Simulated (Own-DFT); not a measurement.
## Calculated data, SiC (4H silicon carbide, strained, atoms displaced), GaP (zincblende, strained, atoms displaced), GaP (zincblende, atoms displaced)

Computed with Own-DFT development build. A calculation, not a measurement: plane-wave PBE density functional theory by an unreviewed code, no spin, of a simulated periodic cell, stress positive in tension, free energy of the whole cell less one offset for each atom, forces on such cells passed a denser k mesh, this cell's mesh not checked; offsets are fitted by least squares, one for each functional and potential file, so energies compare only between cells with the same atoms and settings and are not formation energies; the far tail of each file's local potential was reset to the Coulomb form; each entry is a single point on an unrelaxed cell, so the pressure reflects the starting lattice, mostly measured values (interpolated for alloys), from which strain is counted, and rises with the displacements; printed positions are rounded, which can move forces by about a meV/angstrom; the program, named Own-DFT, is a retired in-house code; no spin-orbit coupling.

Settings shared by all entries: functional PBE; potential files PseudoDojo norm-conserving, scalar-relativistic, standard set; wave cutoff 42 hartree; occupations Fermi-Dirac; smearing width 0.1 eV.

(1) SiC (4H silicon carbide, strained, atoms displaced)

```
SiC
1.0
      9.1843    -0.1741     0.0919
     -4.7429     8.2551    -0.0040
      0.1001     0.0528     9.9262
Si C Si C Si C Si C Si C Si C Si C Si C Si C Si C Si C Si C Si C Si C Si C Si C Si C Si C
2 2 2 2 2 2 2 2 2 2 2 2 2 2 2 2 2 2 2 2 2 2 2 2 2 2 2 2 2 2 2 2 2 2 2 2
Direct
  0.00524 0.99812 0.40715
  0.10563 0.21748 0.15045
  0.99147 0.99474 0.09178
  0.12177 0.22789 0.33426
  0.99361 0.32162 0.40351
  0.10562 0.55199 0.16240
  0.99618 0.33383 0.09577
  0.10787 0.55140 0.34551
  0.99397 0.66573 0.39779
  0.10727 0.87699 0.14774
  0.99678 0.67661 0.09554
  0.11747 0.88775 0.34633
  0.33228 0.00402 0.40655
  0.43630 0.21650 0.16006
  0.33140 0.00167 0.10225
  0.43158 0.22853 0.34014
  0.32020 0.32945 0.41680
  0.44699 0.55419 0.15847
  0.33713 0.33950 0.09088
  0.44278 0.55338 0.34131
  0.33781 0.66949 0.41240
  0.44779 0.88300 0.15204
  0.32584 0.65605 0.09554
  0.43193 0.88632 0.34739
  0.66638 0.00160 0.41105
  0.77347 0.21157 0.15629
  0.67843 0.99664 0.09997
  0.78279 0.21600 0.33880
  0.67348 0.33925 0.40761
  0.77651 0.56547 0.14920
  0.66408 0.33730 0.09603
  0.78272 0.55635 0.34612
  0.65940 0.66702 0.40268
  0.77928 0.88764 0.15612
  0.66673 0.66091 0.08945
  0.78536 0.89456 0.35112
  0.98321 0.99094 0.89669
  0.88471 0.76532 0.65350
  0.00208 0.99577 0.59992
  0.89899 0.79031 0.84355
  0.99668 0.66572 0.90416
  0.87694 0.43549 0.66027
  0.01209 0.67345 0.59113
  0.88547 0.45205 0.83998
  0.99837 0.33616 0.91069
  0.88401 0.10930 0.65917
  0.98249 0.32759 0.59894
  0.89082 0.12997 0.84649
  0.68006 0.00199 0.90279
  0.55817 0.78598 0.66103
  0.64820 0.99961 0.59210
  0.54583 0.77605 0.84979
  0.67420 0.66860 0.91275
  0.56024 0.43837 0.65016
  0.66332 0.66515 0.59328
  0.55268 0.44659 0.84622
  0.67553 0.34410 0.91182
  0.55849 0.11199 0.65965
  0.67023 0.33954 0.59892
  0.55434 0.10828 0.84606
  0.34072 0.00961 0.91482
  0.23547 0.78351 0.65584
  0.33695 0.00715 0.59286
  0.22050 0.77292 0.84225
  0.33190 0.66490 0.90497
  0.22086 0.43797 0.66213
  0.33809 0.66812 0.58843
  0.22398 0.44465 0.84559
  0.33934 0.33731 0.90369
  0.22622 0.11216 0.65504
  0.33685 0.33277 0.58738
  0.22035 0.10901 0.84575
```

| Item | Value |
| --- | --- |
| hardware | one NVIDIA H100 |
| k mesh | 4 x 4 x 3 centred on Gamma |
| free energy of cell above offsets | -4.190 eV |
| pressure | 6.04 GPa |
| stress xx | -7.55 GPa |
| stress yy | 3.58 GPa |
| stress zz | -14.16 GPa |
| stress yz | 0.9 GPa |
| stress xz | 3.46 GPa |
| stress xy | -8.75 GPa |
| wall time | 354.6 s |

Force:
```
element  x (eV/Å)  y (eV/Å)  z (eV/Å)
     Si     0.376     0.532     -0.02
     Si     0.783     0.675    -0.544
      C     1.843     0.591    -0.918
      C     -2.45     -1.84     2.018
     Si     0.956     1.978     0.569
     Si    -0.178      0.05    -0.698
      C     0.233    -0.042    -0.187
      C    -0.032    -0.264      0.95
     Si     2.844     0.919      2.23
     Si    -1.216     3.847     2.566
      C     1.784    -3.405    -1.681
      C    -2.036    -0.504    -1.339
     Si      0.56     0.511    -0.345
     Si    -0.407     1.645    -1.173
      C     1.645    -0.588    -1.347
      C     2.403    -0.581     2.525
     Si     1.901     1.398    -4.674
     Si    -1.406    -0.873    -0.897
      C    -0.191    -1.262     0.213
      C    -0.629     0.205      1.38
     Si    -1.007    -0.549     -3.03
     Si    -1.262    -0.099     1.305
      C     0.721      1.37    -0.465
      C      2.22     0.444    -0.674
     Si     -0.58     -0.89    -2.013
     Si     -0.86       1.4    -0.535
      C    -2.107    -0.034    -1.818
      C    -2.438    -0.063     1.576
     Si    -0.837    -1.143    -1.147
     Si     1.073    -2.648     2.392
      C     1.005    -0.595     0.589
      C    -2.804      -0.3    -1.405
     Si     1.645     0.257     0.855
     Si     0.015     -0.96     1.519
      C    -1.232      1.92     2.065
      C    -1.352    -1.203    -0.935
     Si     1.817      3.96     1.891
     Si     0.642     1.539    -0.269
      C    -1.349     0.399     -0.68
      C    -0.779    -3.682    -0.739
     Si      0.51     1.226    -0.166
     Si     2.181      3.24    -1.306
      C    -1.011    -1.628     0.192
      C     1.691    -0.195     1.955
     Si    -0.044     1.606    -0.468
     Si     0.118     0.076    -1.023
      C     2.525    -0.338    -0.963
      C     2.134    -2.274     -1.08
     Si    -3.764    -0.979      1.63
     Si     0.133    -1.699    -0.802
      C     3.461     -0.27     1.387
      C     3.668     1.638    -0.616
     Si     -1.58    -0.327    -3.295
     Si    -2.373     2.141     1.605
      C    -0.049    -0.068     0.199
      C     2.617     0.985    -1.228
     Si    -2.134    -2.134    -0.656
     Si    -2.125     0.922      0.13
      C    -0.194     -2.44    -1.754
      C     1.633     1.454     0.688
     Si    -1.248    -1.669    -1.165
     Si    -1.378    -0.285    -0.636
      C     0.557    -0.356     0.457
      C     0.476     1.117     1.157
     Si    -1.745    -0.759     0.965
     Si    -0.834     0.912    -1.659
      C     0.125    -0.742     3.162
      C    -0.037     0.003     0.357
     Si    -1.732    -1.551     0.859
     Si    -0.152    -0.301     0.843
      C    -0.789    -0.273     4.054
      C     0.042     0.857     0.066
```

(2) GaP (zincblende, strained, atoms displaced)

```
GaP
1.0
     10.8620     0.0000     0.0000
      0.0000    10.8620     0.0000
      0.0000     0.0000    10.9439
Ga P Ga P Ga P Ga P Ga P Ga P Ga P Ga P
4 4 4 4 4 4 4 4 4 4 4 4 4 4 4 4
Direct
  0.00172 0.00833 0.99794
  0.99624 0.24108 0.24413
  0.24479 0.99326 0.24042
  0.25689 0.26051 0.01014
  0.12271 0.12291 0.11638
  0.11060 0.36885 0.39137
  0.37332 0.12305 0.36762
  0.38110 0.38608 0.12371
  0.00773 0.00286 0.50267
  0.99211 0.25720 0.74945
  0.24439 0.99534 0.73924
  0.25069 0.25729 0.50522
  0.12214 0.11971 0.63203
  0.11429 0.38624 0.87889
  0.37672 0.12843 0.88191
  0.38263 0.37467 0.62851
  0.01095 0.49839 0.99229
  0.99903 0.76449 0.25753
  0.25627 0.51414 0.25940
  0.24640 0.74916 0.00207
  0.13366 0.62658 0.12849
  0.13161 0.86785 0.36969
  0.38442 0.62907 0.37144
  0.36542 0.86993 0.12214
  0.01187 0.49608 0.50641
  0.00784 0.74759 0.74812
  0.25773 0.49662 0.74459
  0.25162 0.74207 0.49668
  0.13361 0.61919 0.61374
  0.12020 0.86750 0.87978
  0.38644 0.63637 0.87726
  0.37992 0.86428 0.63444
  0.49754 0.00631 0.00090
  0.49527 0.25252 0.25305
  0.74877 0.00210 0.25364
  0.74695 0.24589 0.99525
  0.62795 0.13450 0.12647
  0.62478 0.36641 0.37964
  0.86987 0.12190 0.39116
  0.86723 0.37221 0.11832
  0.50294 0.00351 0.49314
  0.48999 0.25029 0.76464
  0.75741 0.99598 0.75828
  0.75347 0.24645 0.50000
  0.62859 0.13484 0.62639
  0.61363 0.37604 0.87092
  0.87367 0.11809 0.86471
  0.86961 0.37337 0.61722
  0.49884 0.50304 0.01146
  0.48998 0.75377 0.24153
  0.74986 0.49630 0.25838
  0.75049 0.75165 0.99785
  0.62463 0.61329 0.12249
  0.62025 0.88083 0.36930
  0.87250 0.62255 0.37181
  0.88153 0.87607 0.13174
  0.49475 0.49941 0.49078
  0.49769 0.75383 0.73740
  0.75477 0.49876 0.74725
  0.74692 0.75011 0.50212
  0.61134 0.63328 0.61567
  0.61979 0.88132 0.87928
  0.86989 0.62993 0.85802
  0.86716 0.88289 0.62692
```

| Item | Value |
| --- | --- |
| hardware | one NVIDIA H100 |
| k mesh | 3 x 3 x 3 centred on Gamma |
| free energy of cell above offsets | -30.108 eV |
| pressure | 4.31 GPa |
| stress xx | -4.5 GPa |
| stress yy | -4.58 GPa |
| stress zz | -3.85 GPa |
| stress yz | -0.66 GPa |
| stress xz | -0.43 GPa |
| stress xy | -0.15 GPa |
| wall time | 606.9 s |

Force:
```
element  x (eV/Å)  y (eV/Å)  z (eV/Å)
     Ga    -0.842    -1.215    -0.598
     Ga    -0.642     0.459     0.673
     Ga     0.188      0.78     0.461
     Ga    -0.789    -0.243    -0.906
      P     0.961     0.824     0.957
      P     1.864    -0.655    -2.782
      P    -0.976     0.081     0.527
      P    -1.284    -0.832     1.874
     Ga    -0.535    -0.953    -0.234
     Ga      0.31    -0.344     0.094
     Ga     0.784    -0.592     1.764
     Ga     0.092     -1.05    -0.036
      P     0.244     1.654     -0.49
      P     2.992    -2.716    -2.428
      P    -1.884    -0.653     -0.27
      P    -0.358    -0.204    -0.544
     Ga    -2.828     2.486     2.492
     Ga    -0.245    -2.273    -0.609
     Ga     -0.97    -1.677    -0.352
     Ga     0.325     -0.46    -0.858
      P    -1.547    -0.069     0.162
      P     0.131     1.291     1.588
      P     -0.49     0.224      0.54
      P     0.885     1.083    -0.564
     Ga    -2.487     0.858    -0.092
     Ga    -0.587     0.198    -1.037
     Ga    -0.179     0.841     1.122
     Ga     0.832     0.791     0.001
      P    -0.216     0.603     1.744
      P     0.449     0.978    -0.404
      P    -0.981    -1.048    -0.113
      P    -2.248     2.701    -3.024
     Ga     0.349     -0.32     0.917
     Ga     0.389     0.033    -0.522
     Ga     0.203     0.259    -0.291
     Ga    -0.017     0.406    -0.867
      P    -0.571    -0.989     0.314
      P     -0.07     0.673    -0.227
      P      1.23    -0.525     -2.14
      P     1.026     0.428     0.324
     Ga    -0.162     0.212     1.099
     Ga     1.101    -0.229    -1.593
     Ga    -2.172    -0.026    -0.954
     Ga    -0.973     0.481     0.419
      P    -0.848    -1.131     0.844
      P     1.356     0.715     0.845
      P     0.802     1.652     1.675
      P     0.687     0.754     0.616
     Ga     0.276     0.153    -2.529
     Ga     1.694    -0.119    -0.078
     Ga    -0.335    -0.417    -0.776
     Ga    -0.104    -0.161     0.231
      P     1.032      1.93       1.2
      P     0.133    -1.149    -0.054
      P     0.895     0.522     0.994
      P    -0.988     0.813    -1.165
     Ga     0.845    -0.371     0.726
     Ga     1.839    -1.058     2.844
     Ga     -1.68    -0.166    -0.573
     Ga     0.071     0.366    -0.639
      P     1.349    -1.466      0.24
      P     0.288     -0.61    -0.482
      P     0.845    -0.174     1.702
      P     1.541    -1.353    -0.757
```

(3) GaP (zincblende, atoms displaced)

```
GaP
1.0
     10.9010     0.0000     0.0000
      0.0000    10.9010     0.0000
      0.0000     0.0000    10.9010
Ga P Ga P Ga P Ga P Ga P Ga P Ga P Ga P
4 4 4 4 4 4 4 4 4 4 4 4 4 4 4 4
Direct
  0.99652 0.00981 0.99733
  0.00763 0.26524 0.23307
  0.25211 0.99220 0.23520
  0.25520 0.23655 0.99670
  0.13467 0.12701 0.12812
  0.12532 0.38829 0.36399
  0.37838 0.12189 0.37297
  0.37054 0.40084 0.11847
  0.00284 0.99436 0.50183
  0.00547 0.25049 0.75459
  0.23524 0.01010 0.76262
  0.24734 0.25537 0.49792
  0.12305 0.12014 0.61924
  0.13777 0.37311 0.87594
  0.38400 0.12955 0.87578
  0.36384 0.37131 0.62444
  0.00938 0.51755 0.98795
  0.01146 0.74492 0.24954
  0.24935 0.50166 0.26026
  0.26352 0.74648 0.99843
  0.13673 0.62089 0.12564
  0.12403 0.87037 0.37755
  0.37686 0.62691 0.36917
  0.37269 0.87159 0.13527
  0.99093 0.49850 0.50653
  0.99346 0.73532 0.73985
  0.25388 0.49081 0.77090
  0.26264 0.75699 0.49724
  0.14093 0.63729 0.62447
  0.12832 0.87864 0.87200
  0.36516 0.61234 0.88574
  0.37280 0.88612 0.62014
  0.49838 0.99904 0.00634
  0.48884 0.25596 0.24713
  0.74767 0.00087 0.24619
  0.74364 0.23873 0.97953
  0.63016 0.11771 0.12550
  0.63430 0.37220 0.36872
  0.86088 0.11870 0.35529
  0.88086 0.38146 0.13001
  0.50692 0.00455 0.51729
  0.50743 0.26077 0.75583
  0.75477 0.99180 0.74553
  0.75121 0.25151 0.51582
  0.63462 0.12067 0.62263
  0.62038 0.37334 0.85700
  0.86984 0.13260 0.88816
  0.87797 0.38054 0.62911
  0.50933 0.51318 0.99108
  0.49094 0.73643 0.25610
  0.75819 0.48960 0.23912
  0.74507 0.73412 0.01499
  0.62223 0.62597 0.12624
  0.60859 0.87538 0.38011
  0.87344 0.61742 0.38008
  0.87102 0.87411 0.11357
  0.50334 0.50006 0.49503
  0.49267 0.74964 0.75164
  0.76086 0.48499 0.74611
  0.75382 0.75044 0.49611
  0.61798 0.61531 0.63182
  0.62957 0.87142 0.86426
  0.88120 0.62857 0.89300
  0.87798 0.89581 0.61357
```

| Item | Value |
| --- | --- |
| k mesh | 3 x 3 x 3 centred on Gamma |
| free energy of cell above offsets | -26.335 eV |
| pressure | 4.77 GPa |
| stress xx | -5.39 GPa |
| stress yy | -4.62 GPa |
| stress zz | -4.29 GPa |
| stress yz | -0.31 GPa |
| stress xz | 0.99 GPa |
| stress xy | -0.62 GPa |

Force:
```
element  x (eV/Å)  y (eV/Å)  z (eV/Å)
     Ga     0.909    -1.011     0.606
     Ga      0.07     -1.62     1.544
     Ga    -0.935     0.982     2.655
     Ga     0.378     1.654     0.735
      P    -1.132    -0.086     -0.62
      P    -1.292    -1.758     2.317
      P    -0.542     0.018     0.342
      P     0.654    -2.196    -0.026
     Ga     0.561     1.697     -2.54
     Ga    -0.158    -0.197    -0.195
     Ga     1.734     0.162    -1.184
     Ga    -0.377    -0.788    -0.977
      P    -0.062     1.228      0.37
      P     -2.33    -1.232     1.264
      P    -0.003     -0.75    -0.476
      P     1.498     0.814     0.416
     Ga      1.43    -2.545     2.044
     Ga    -1.193    -0.003    -0.297
     Ga     0.937     0.889    -1.327
     Ga     -1.54     1.219     0.808
      P    -0.412     0.829     -0.24
      P     0.668     0.511    -0.568
      P    -1.129    -1.439     2.175
      P     1.576    -1.126     -1.92
     Ga     2.022         1    -0.659
     Ga      0.19     1.803     0.259
     Ga     0.146     0.843    -3.245
     Ga    -0.296     0.124     -0.39
      P     -0.75    -2.002     0.427
      P    -1.232    -1.274     1.008
      P     1.812     1.785    -1.309
      P    -0.316    -0.302      1.82
     Ga     0.533    -0.497     -0.42
     Ga     0.634     0.164    -0.459
     Ga    -0.905    -2.434    -0.338
     Ga    -2.326     2.591     3.149
      P    -1.324     1.581    -0.768
      P    -0.822    -0.142     0.683
      P     2.881     2.201     2.619
      P     0.138    -0.391    -3.857
     Ga    -0.826    -0.098    -1.855
     Ga    -2.504    -2.724    -3.063
     Ga    -0.088     1.092     0.862
     Ga     0.418    -0.047     -2.32
      P    -0.392      1.07     1.948
      P     2.329     2.145     3.287
      P     2.418    -1.968    -3.596
      P     1.281    -2.262     -0.41
     Ga     0.144    -1.374     0.455
     Ga     1.677     2.177    -0.999
     Ga    -1.278      1.48     1.706
     Ga     0.641     2.337    -1.669
      P    -0.297    -1.176     1.278
      P     1.333    -0.444    -0.645
      P     0.031     0.743    -1.126
      P     0.634    -0.132     1.321
     Ga    -0.174    -0.712    -0.055
     Ga    -0.313    -0.185    -0.335
     Ga    -1.398     2.613     1.429
     Ga    -1.026      0.28     0.384
      P     1.111     0.787    -0.096
      P    -0.538     -0.58     1.584
      P    -1.877     0.317     -3.01
      P    -1.002    -3.641     1.499
```

(4) SiC (4H silicon carbide, strained, atoms displaced)

```
SiC
1.0
      9.2320     0.1013    -0.0296
     -4.5283     8.0867    -0.0205
     -0.0322    -0.0444    10.0103
Si C Si C Si C Si C Si C Si C Si C Si C Si C Si C Si C Si C Si C Si C Si C Si C Si C Si C
2 2 2 2 2 2 2 2 2 2 2 2 2 2 2 2 2 2 2 2 2 2 2 2 2 2 2 2 2 2 2 2 2 2 2 2
Direct
  0.00348 0.00889 0.40450
  0.12035 0.22957 0.15738
  0.00366 0.99717 0.09695
  0.11432 0.22992 0.34696
  0.00310 0.33461 0.41454
  0.09353 0.54311 0.15555
  0.99691 0.34703 0.09540
  0.11271 0.56104 0.33694
  0.98945 0.66644 0.40827
  0.10440 0.88234 0.16226
  0.00872 0.68156 0.10262
  0.10494 0.89304 0.34555
  0.34542 0.00613 0.40913
  0.44032 0.21627 0.15970
  0.33258 0.00046 0.10378
  0.44960 0.22459 0.34690
  0.33465 0.33378 0.40893
  0.45136 0.56080 0.16719
  0.33763 0.33011 0.09483
  0.44477 0.55352 0.34869
  0.32791 0.66341 0.41087
  0.44706 0.88909 0.16122
  0.33291 0.66890 0.09867
  0.44115 0.88809 0.35068
  0.66844 0.00071 0.41285
  0.77374 0.21351 0.14982
  0.64469 0.98802 0.10285
  0.78534 0.23154 0.34627
  0.67485 0.33816 0.40714
  0.77628 0.55388 0.15794
  0.65876 0.32306 0.09524
  0.77571 0.55898 0.34400
  0.66991 0.66736 0.41380
  0.77824 0.88544 0.15287
  0.65873 0.65173 0.08978
  0.77304 0.89148 0.34976
  0.00482 0.00191 0.91104
  0.88501 0.77834 0.66181
  0.00595 0.99990 0.59895
  0.89275 0.77332 0.84315
  0.99621 0.66642 0.90207
  0.88732 0.44091 0.66006
  0.00526 0.66473 0.59161
  0.87950 0.44527 0.84396
  0.99203 0.32834 0.91393
  0.89552 0.11659 0.65203
  0.00254 0.32606 0.58887
  0.89639 0.11593 0.83962
  0.67462 0.00258 0.90998
  0.55558 0.77139 0.65182
  0.66242 0.99260 0.59532
  0.55337 0.78287 0.83090
  0.67245 0.66720 0.90031
  0.56152 0.44704 0.66057
  0.65893 0.66952 0.59503
  0.55661 0.45720 0.83586
  0.66063 0.32391 0.90992
  0.55185 0.11280 0.65784
  0.66563 0.33643 0.60398
  0.54637 0.10776 0.84891
  0.32166 0.99642 0.90329
  0.22196 0.76921 0.65457
  0.33489 0.00745 0.59100
  0.23135 0.79333 0.84400
  0.32538 0.66262 0.90665
  0.22033 0.44491 0.65504
  0.32796 0.65451 0.59836
  0.22585 0.44195 0.83811
  0.32602 0.33273 0.91714
  0.21769 0.10625 0.65877
  0.34151 0.34038 0.59704
  0.23193 0.11349 0.83822
```

| Quantity | Value |
| --- | --- |
| hardware | one NVIDIA H100 |
| k mesh | 4 x 4 x 3 centred on Gamma |
| free energy of cell above offsets | -5.352 eV |
| pressure | 3.68 GPa |
| stress xx | -3.6 GPa |
| stress yy | 2.55 GPa |
| stress zz | -9.97 GPa |
| stress yz | -2.41 GPa |
| stress xz | -0.59 GPa |
| stress xy | 5.08 GPa |
| wall time | 354.3 s |

Force:
```
element  x (eV/Å)  y (eV/Å)  z (eV/Å)
     Si    -0.371    -0.858     0.753
     Si    -0.901    -0.609     0.385
      C    -1.726     1.307    -0.453
      C     0.507    -0.591    -0.481
     Si    -0.721     1.198    -3.516
     Si     1.675     5.455     1.046
      C     1.154    -5.266    -0.918
      C    -0.625    -1.089     2.558
     Si     2.032     0.983     -1.05
     Si      1.73     2.767     0.697
      C    -1.121    -4.348     -2.62
      C     1.316    -0.465     0.933
     Si    -2.414    -0.296    -0.666
     Si     0.724    -0.034     0.206
      C    -0.758    -0.863     -1.51
      C     0.061     0.176     0.051
     Si     0.573     0.161     0.553
     Si    -1.235    -0.785    -2.054
      C    -1.212     1.012     1.505
      C     0.174     0.497     0.734
     Si     0.114      0.38    -1.054
     Si    -3.771     -2.04     1.008
      C    -0.034    -1.198    -0.538
      C     1.558    -0.451    -0.171
     Si    -1.228     0.709     -1.03
     Si     -0.71     0.621     2.206
      C     5.523     2.401    -2.509
      C     0.417    -1.595    -0.349
     Si    -1.249    -0.166     0.587
     Si     0.575    -0.315    -0.656
      C     0.452     1.242     0.208
      C     0.168    -0.743     0.613
     Si    -1.251     0.562    -1.383
     Si    -0.775    -0.647     1.258
      C     0.319      2.28     0.276
      C     1.731     -0.55    -1.044
     Si     0.513    -0.157    -1.435
     Si     0.805     0.052    -1.872
      C    -1.519    -0.383    -0.921
      C     -1.79     1.851     0.789
     Si     2.022     0.071     1.647
     Si     0.142     0.343    -0.976
      C     -1.56    -0.581     1.195
      C     1.594    -0.567     1.165
     Si     0.723     1.642    -2.478
     Si    -0.544     -1.92     0.389
      C    -1.069     1.356     2.736
      C    -0.591    -0.497     1.937
     Si    -2.038    -1.132    -1.339
     Si    -2.594     1.596     0.606
      C     0.168     1.485     0.519
      C     0.945    -0.314     3.499
     Si    -1.872      0.14      0.26
     Si    -1.884     0.228    -1.351
      C      3.79    -1.373    -0.106
      C     0.519    -2.229     3.534
     Si    -1.521     1.356    -1.091
     Si     0.557    -0.478     0.516
      C     1.603     -0.54    -2.086
      C     1.186     0.137    -0.342
     Si     2.512      1.64     2.582
     Si     -0.41      2.13      0.18
      C     0.617    -1.593     0.939
      C    -0.954    -4.288    -0.672
     Si     1.474     1.089     0.104
     Si     1.382    -1.474     0.123
      C    -0.074     1.623    -1.029
      C     -2.43     0.173     2.272
     Si     1.997     0.547    -3.464
     Si     1.035     1.973    -1.324
      C    -0.692    -1.335    -0.409
      C    -2.744     0.587     2.326
```
